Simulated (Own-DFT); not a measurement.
GaAs (twinned zincblende, atoms displaced) (calculated)

All values are calculated (Own-DFT development build). A calculation, not a measurement: plane-wave PBE density functional theory by an unreviewed code, no spin, of a simulated periodic cell, stress positive in tension, free energy of the whole cell less one offset for each atom, forces on such cells moved up to 12 meV/angstrom on a denser k mesh; offsets are fitted by least squares, one for each functional and potential file, so energies compare only between cells with the same atoms and settings and are not formation energies; the far tail of each file's local potential was reset to the Coulomb form; each entry is a single point on an unrelaxed cell, so the pressure reflects the starting lattice, mostly measured values (interpolated for alloys), from which strain is counted, and rises with the displacements; printed positions are rounded, which can move forces by about a meV/angstrom; the program, named Own-DFT, is a retired in-house code; no spin-orbit coupling; before rounding, a Quantum ESPRESSO 7.3.1 run of the same cell and cutoff gave forces within 1 meV/angstrom rms on each cell, which checks the program and not the settings.

Settings shared by all entries: functional PBE; potential files PseudoDojo norm-conserving, scalar-relativistic, standard set; wave cutoff 42 hartree; occupations Fermi-Dirac; smearing width 0.1 eV; k mesh 4 x 4 x 2 centred on Gamma.

(1) GaAs (twinned zincblende, atoms displaced)

```
cell vectors (Å)
   5.6533    -5.6533     0.0000
   0.0000     5.6533    -5.6533
  11.3066    11.3066    11.3066
atoms (fractions of the cell vectors)
Ga  0.01052  0.01063  0.43673
As  0.02833  0.00247  0.06000
Ga  0.18122  0.35316  0.10833
As  0.17018  0.33028  0.22943
Ga  0.34133  0.17272  0.26746
As  0.34180  0.16019  0.40027
Ga  0.97203  0.50176  0.43987
As  0.98813  0.50019  0.05657
Ga  0.18003  0.84466  0.10031
As  0.17478  0.83130  0.22745
Ga  0.31949  0.65454  0.27099
As  0.30720  0.65210  0.40420
Ga  0.49786  0.00128  0.43416
As  0.48257  0.01142  0.06145
Ga  0.68238  0.33432  0.10148
As  0.67835  0.32152  0.22614
Ga  0.82686  0.15833  0.28000
As  0.82281  0.16465  0.39872
Ga  0.52639  0.51532  0.43305
As  0.52313  0.51564  0.06276
Ga  0.66311  0.84980  0.11163
As  0.66269  0.83970  0.21456
Ga  0.85920  0.68566  0.26984
As  0.84371  0.64243  0.40047
Ga  0.98338  0.98798  0.93854
As  0.97139  0.96824  0.56936
Ga  0.82826  0.66211  0.60576
As  0.85799  0.67414  0.73133
Ga  0.65650  0.80875  0.77994
As  0.67166  0.79269  0.89887
Ga  0.99991  0.50537  0.94270
As  0.01909  0.50450  0.55805
Ga  0.84761  0.18731  0.60814
As  0.84268  0.17045  0.72390
Ga  0.66305  0.30618  0.77617
As  0.63747  0.32144  0.89384
Ga  0.51182  0.98593  0.93998
As  0.50343  0.01842  0.56576
Ga  0.31646  0.65511  0.59749
As  0.34069  0.66355  0.72444
Ga  0.17787  0.83883  0.77508
As  0.19209  0.85454  0.89817
Ga  0.49378  0.47690  0.93649
As  0.49547  0.52691  0.56032
Ga  0.33427  0.16542  0.59946
As  0.33583  0.16142  0.73744
Ga  0.14814  0.33990  0.76685
As  0.20158  0.37457  0.88847
```

- free energy of cell above offsets: -10.133 eV
- pressure: 5.94 GPa
- stress xx: -6.9 GPa
- stress yy: -5.47 GPa
- stress zz: -5.44 GPa
- stress yz: -0.89 GPa
- stress xz: -1.55 GPa
- stress xy: 0.7 GPa

Force:
```
element  x (eV/Å)  y (eV/Å)  z (eV/Å)
     Ga     0.018     0.465     1.326
     As    -1.065     2.782    -0.636
     Ga    -0.884    -1.154    -0.463
     As    -0.404      0.69     0.713
     Ga     0.709    -0.226      0.58
     As    -1.133     0.626    -2.061
     Ga      3.53    -4.327     3.878
     As     2.925      0.27     0.874
     Ga     -0.78     0.515     2.438
     As      0.13    -0.073    -0.996
     Ga     1.235     0.076     0.047
     As     0.268    -1.568    -1.229
     Ga     0.604    -0.063     1.993
     As     1.884    -2.116    -0.396
     Ga    -0.483     1.331     0.485
     As     0.317     1.152    -0.732
     Ga    -0.726    -1.434    -0.858
     As     0.941    -0.441     0.322
     Ga    -1.263     1.396     1.225
     As    -0.377     0.614     0.214
     Ga    -3.842     -4.66    -4.816
     As     5.161     4.431     5.563
     Ga    -1.574     0.238     0.904
     As    -3.662     3.468    -6.332
     Ga     1.667    -0.764    -1.641
     As     0.834      0.11     -3.55
     Ga    -0.094    -0.429     2.089
     As    -1.156     0.421     1.184
     Ga    -0.414    -1.396    -1.536
     As    -0.188     1.733      -1.3
     Ga    -1.755    -1.771    -1.943
     As    -2.271     1.897     1.002
     Ga    -1.539    -1.231     -0.19
     As    -0.269     1.225     2.572
     Ga    -0.266    -0.193    -1.859
     As     2.509     -2.34     1.197
     Ga     0.111    -0.459    -0.445
     As      0.09    -1.948      0.29
     Ga     2.893     1.504    -1.388
     As    -0.177     0.559    -0.346
     Ga     0.181    -0.776     0.367
     As    -1.144     0.296     1.071
     Ga      0.99     1.596     0.896
     As     0.517    -2.627     1.244
     Ga    -0.147     2.212     0.079
     As    -1.132     0.002    -1.732
     Ga     1.746    -1.094     0.007
     As    -2.513     1.477     1.889
```

(2) GaAs (twinned zincblende, atoms displaced)

```
cell vectors (Å)
   5.6533    -5.6533     0.0000
   0.0000     5.6533    -5.6533
  11.3066    11.3066    11.3066
atoms (fractions of the cell vectors)
Ga  0.00987  0.00269  0.42511
As  0.99779  0.00152  0.06545
Ga  0.17804  0.33112  0.09462
As  0.14152  0.31442  0.23642
Ga  0.33689  0.14253  0.27967
As  0.31934  0.16606  0.39242
Ga  0.00620  0.48856  0.43871
As  0.02182  0.50951  0.06708
Ga  0.15908  0.82212  0.10259
As  0.16362  0.81262  0.22842
Ga  0.33738  0.68602  0.27540
As  0.30773  0.65705  0.39882
Ga  0.49770  0.00568  0.43895
As  0.52042  0.00675  0.04988
Ga  0.63854  0.30295  0.10762
As  0.67949  0.32125  0.23376
Ga  0.79914  0.16340  0.26467
As  0.86662  0.18871  0.39544
Ga  0.52642  0.50991  0.43794
As  0.50858  0.48292  0.06109
Ga  0.69112  0.82542  0.10278
As  0.65972  0.83525  0.23061
Ga  0.83914  0.66136  0.27223
As  0.85696  0.70816  0.39634
Ga  0.00779  0.00617  0.94110
As  0.01229  0.02032  0.56225
Ga  0.81668  0.65811  0.60583
As  0.83854  0.65802  0.72189
Ga  0.64138  0.82633  0.76490
As  0.65233  0.83775  0.89032
Ga  0.97818  0.48185  0.94193
As  0.99616  0.48717  0.55846
Ga  0.81416  0.18755  0.60921
As  0.80606  0.14528  0.73279
Ga  0.67024  0.34416  0.76852
As  0.66087  0.32613  0.89242
Ga  0.50740  0.99546  0.93707
As  0.49447  0.98925  0.56002
Ga  0.31963  0.67275  0.59359
As  0.32603  0.64825  0.72747
Ga  0.16430  0.84237  0.76804
As  0.18678  0.82766  0.89826
Ga  0.49381  0.50560  0.93751
As  0.48775  0.49486  0.55670
Ga  0.35730  0.15150  0.60585
As  0.33559  0.15858  0.73434
Ga  0.16881  0.35331  0.77294
As  0.17924  0.34417  0.88596
```

- free energy of cell above offsets: -10.238 eV
- pressure: 6.01 GPa
- stress xx: -5.74 GPa
- stress yy: -5.22 GPa
- stress zz: -7.07 GPa
- stress yz: 0.45 GPa
- stress xz: 0.27 GPa
- stress xy: -0.6 GPa

Force:
```
element  x (eV/Å)  y (eV/Å)  z (eV/Å)
     Ga      2.21     3.875    -0.421
     As      0.79    -1.573    -0.569
     Ga      1.34     1.726     0.959
     As     0.761    -1.345      -1.2
     Ga    -2.039    -0.946    -1.999
     As      3.53    -0.103    -0.209
     Ga    -0.812     2.109    -0.707
     As    -2.143     -0.26       1.2
     Ga     1.397     0.142     -1.43
     As    -0.497     0.843    -1.513
     Ga     -0.28     -1.42     1.945
     As      2.54    -1.567    -1.681
     Ga     -0.38    -0.982    -0.688
     As     1.428     1.488     3.215
     Ga     1.558    -0.782    -0.359
     As    -4.427     4.655    -4.074
     Ga     4.795    -3.929     4.012
     As    -3.338    -0.153     1.028
     Ga     -1.36     0.109      -0.7
     As     0.123     0.714    -0.958
     Ga    -1.746     1.904     0.989
     As    -0.043    -1.213     0.425
     Ga     -0.31      0.67    -0.199
     As    -2.527    -3.113     3.663
     Ga    -0.921    -1.144    -0.526
     As    -0.445     -0.15     0.631
     Ga    -0.762    -1.154     -2.24
     As     0.768     1.972     0.252
     Ga     1.024    -1.169     1.186
     As     1.485    -1.809     0.515
     Ga     0.671    -0.575    -0.863
     As    -0.228     1.785    -0.578
     Ga     0.488     -1.66     1.429
     As     1.166    -0.078    -1.977
     Ga     0.096    -0.074     0.893
     As    -0.018     0.773    -0.233
     Ga    -1.211    -0.164    -1.929
     As     0.967    -0.823    -0.709
     Ga     0.985    -0.356     2.072
     As    -1.457       0.6     -2.72
     Ga     0.497    -0.527     1.879
     As    -2.001     0.941     0.125
     Ga     0.253    -0.981    -0.409
     As     0.995     0.368     1.147
     Ga    -1.161     2.733    -0.521
     As    -0.472     0.554    -2.051
     Ga    -2.316    -2.209     1.239
     As     1.029     2.297     2.662
```

(3) GaAs (twinned zincblende, atoms displaced)

```
cell vectors (Å)
   5.6533    -5.6533     0.0000
   0.0000     5.6533    -5.6533
  11.3066    11.3066    11.3066
atoms (fractions of the cell vectors)
Ga  0.99332  0.97054  0.44005
As  0.99959  0.02261  0.06431
Ga  0.18821  0.32834  0.09681
As  0.14376  0.29661  0.22148
Ga  0.31520  0.15956  0.27095
As  0.31424  0.17180  0.39544
Ga  0.00374  0.50069  0.43585
As  0.00413  0.50178  0.06573
Ga  0.16643  0.82225  0.10582
As  0.17004  0.85861  0.23163
Ga  0.33185  0.67245  0.27321
As  0.32520  0.64720  0.40080
Ga  0.49746  0.98849  0.42400
As  0.48690  0.02512  0.04954
Ga  0.67658  0.33451  0.10816
As  0.65335  0.29605  0.23367
Ga  0.81986  0.13914  0.25897
As  0.82942  0.17639  0.39990
Ga  0.52088  0.49879  0.43841
As  0.48707  0.48679  0.06719
Ga  0.66464  0.81945  0.10128
As  0.67255  0.82437  0.22441
Ga  0.83008  0.66046  0.27606
As  0.82190  0.65313  0.39906
Ga  0.97886  0.96519  0.94006
As  0.99784  0.00149  0.56853
Ga  0.84737  0.67668  0.60776
As  0.81031  0.65829  0.72652
Ga  0.65832  0.83705  0.76684
As  0.65092  0.81256  0.89744
Ga  0.00755  0.50443  0.93664
As  0.01274  0.49656  0.56469
Ga  0.86249  0.16795  0.59237
As  0.82776  0.15771  0.72730
Ga  0.63860  0.32648  0.75829
As  0.65789  0.32271  0.89829
Ga  0.52399  0.02106  0.93574
As  0.49006  0.00818  0.56781
Ga  0.34024  0.66765  0.60706
As  0.33156  0.65094  0.72707
Ga  0.15681  0.82865  0.76844
As  0.17399  0.84419  0.89551
Ga  0.50174  0.51165  0.93375
As  0.50761  0.49492  0.55461
Ga  0.31971  0.17517  0.60729
As  0.33538  0.16879  0.72395
Ga  0.19685  0.33112  0.77156
As  0.18587  0.33853  0.90378
```

* free energy of cell above offsets: -11.870 eV
* pressure: 5.59 GPa
* stress xx: -5.31 GPa
* stress yy: -5.18 GPa
* stress zz: -6.27 GPa
* stress yz: 0.16 GPa
* stress xz: 1.94 GPa
* stress xy: -0.07 GPa

Force:
```
element  x (eV/Å)  y (eV/Å)  z (eV/Å)
     Ga     0.244     1.654    -1.116
     As    -1.496    -2.146     2.231
     Ga    -0.987     3.489     0.713
     As     0.958     1.026     -1.88
     Ga     1.625     1.025    -0.861
     As      0.45    -1.198     0.411
     Ga     0.238     0.933      0.74
     As    -0.228    -0.787      0.12
     Ga     0.124     0.855    -1.222
     As    -1.332    -2.075     2.374
     Ga    -0.608    -0.604     0.286
     As     0.264     -1.12    -1.115
     Ga     0.177     2.012      0.43
     As     1.896     0.837     2.705
     Ga    -0.355     0.306     0.192
     As     -0.32     1.429    -1.821
     Ga     1.897     0.927     0.642
     As    -0.407    -2.322     0.374
     Ga    -2.377      0.86     0.727
     As     2.171    -2.577    -2.567
     Ga    -0.578     0.875    -1.091
     As    -1.043     0.156     1.696
     Ga    -0.482    -1.113    -0.115
     As     0.866    -1.573    -1.162
     Ga      0.62      0.67    -1.027
     As     -0.09     -3.65     0.535
     Ga    -1.168    -0.896     0.538
     As     1.244     0.189    -0.019
     Ga     0.323     0.253     0.591
     As     0.303     0.223     -3.14
     Ga    -0.217     0.057    -0.034
     As    -0.305     0.577    -1.135
     Ga    -1.586     4.491      0.56
     As     0.714    -0.042    -1.392
     Ga     3.516    -0.904     0.702
     As     0.163    -0.217    -3.439
     Ga    -1.742     -1.36     1.369
     As    -0.073    -1.375    -0.431
     Ga    -0.111    -0.867    -1.027
     As     0.052     1.219     -0.03
     Ga    -0.074    -0.254     0.449
     As    -0.002    -0.906     0.133
     Ga     1.176    -0.659     2.862
     As     1.608     1.799     0.863
     Ga     0.033    -1.488    -1.095
     As      -1.5     0.023     2.024
     Ga    -0.876     2.506     0.798
     As    -2.705    -0.258     0.655
```
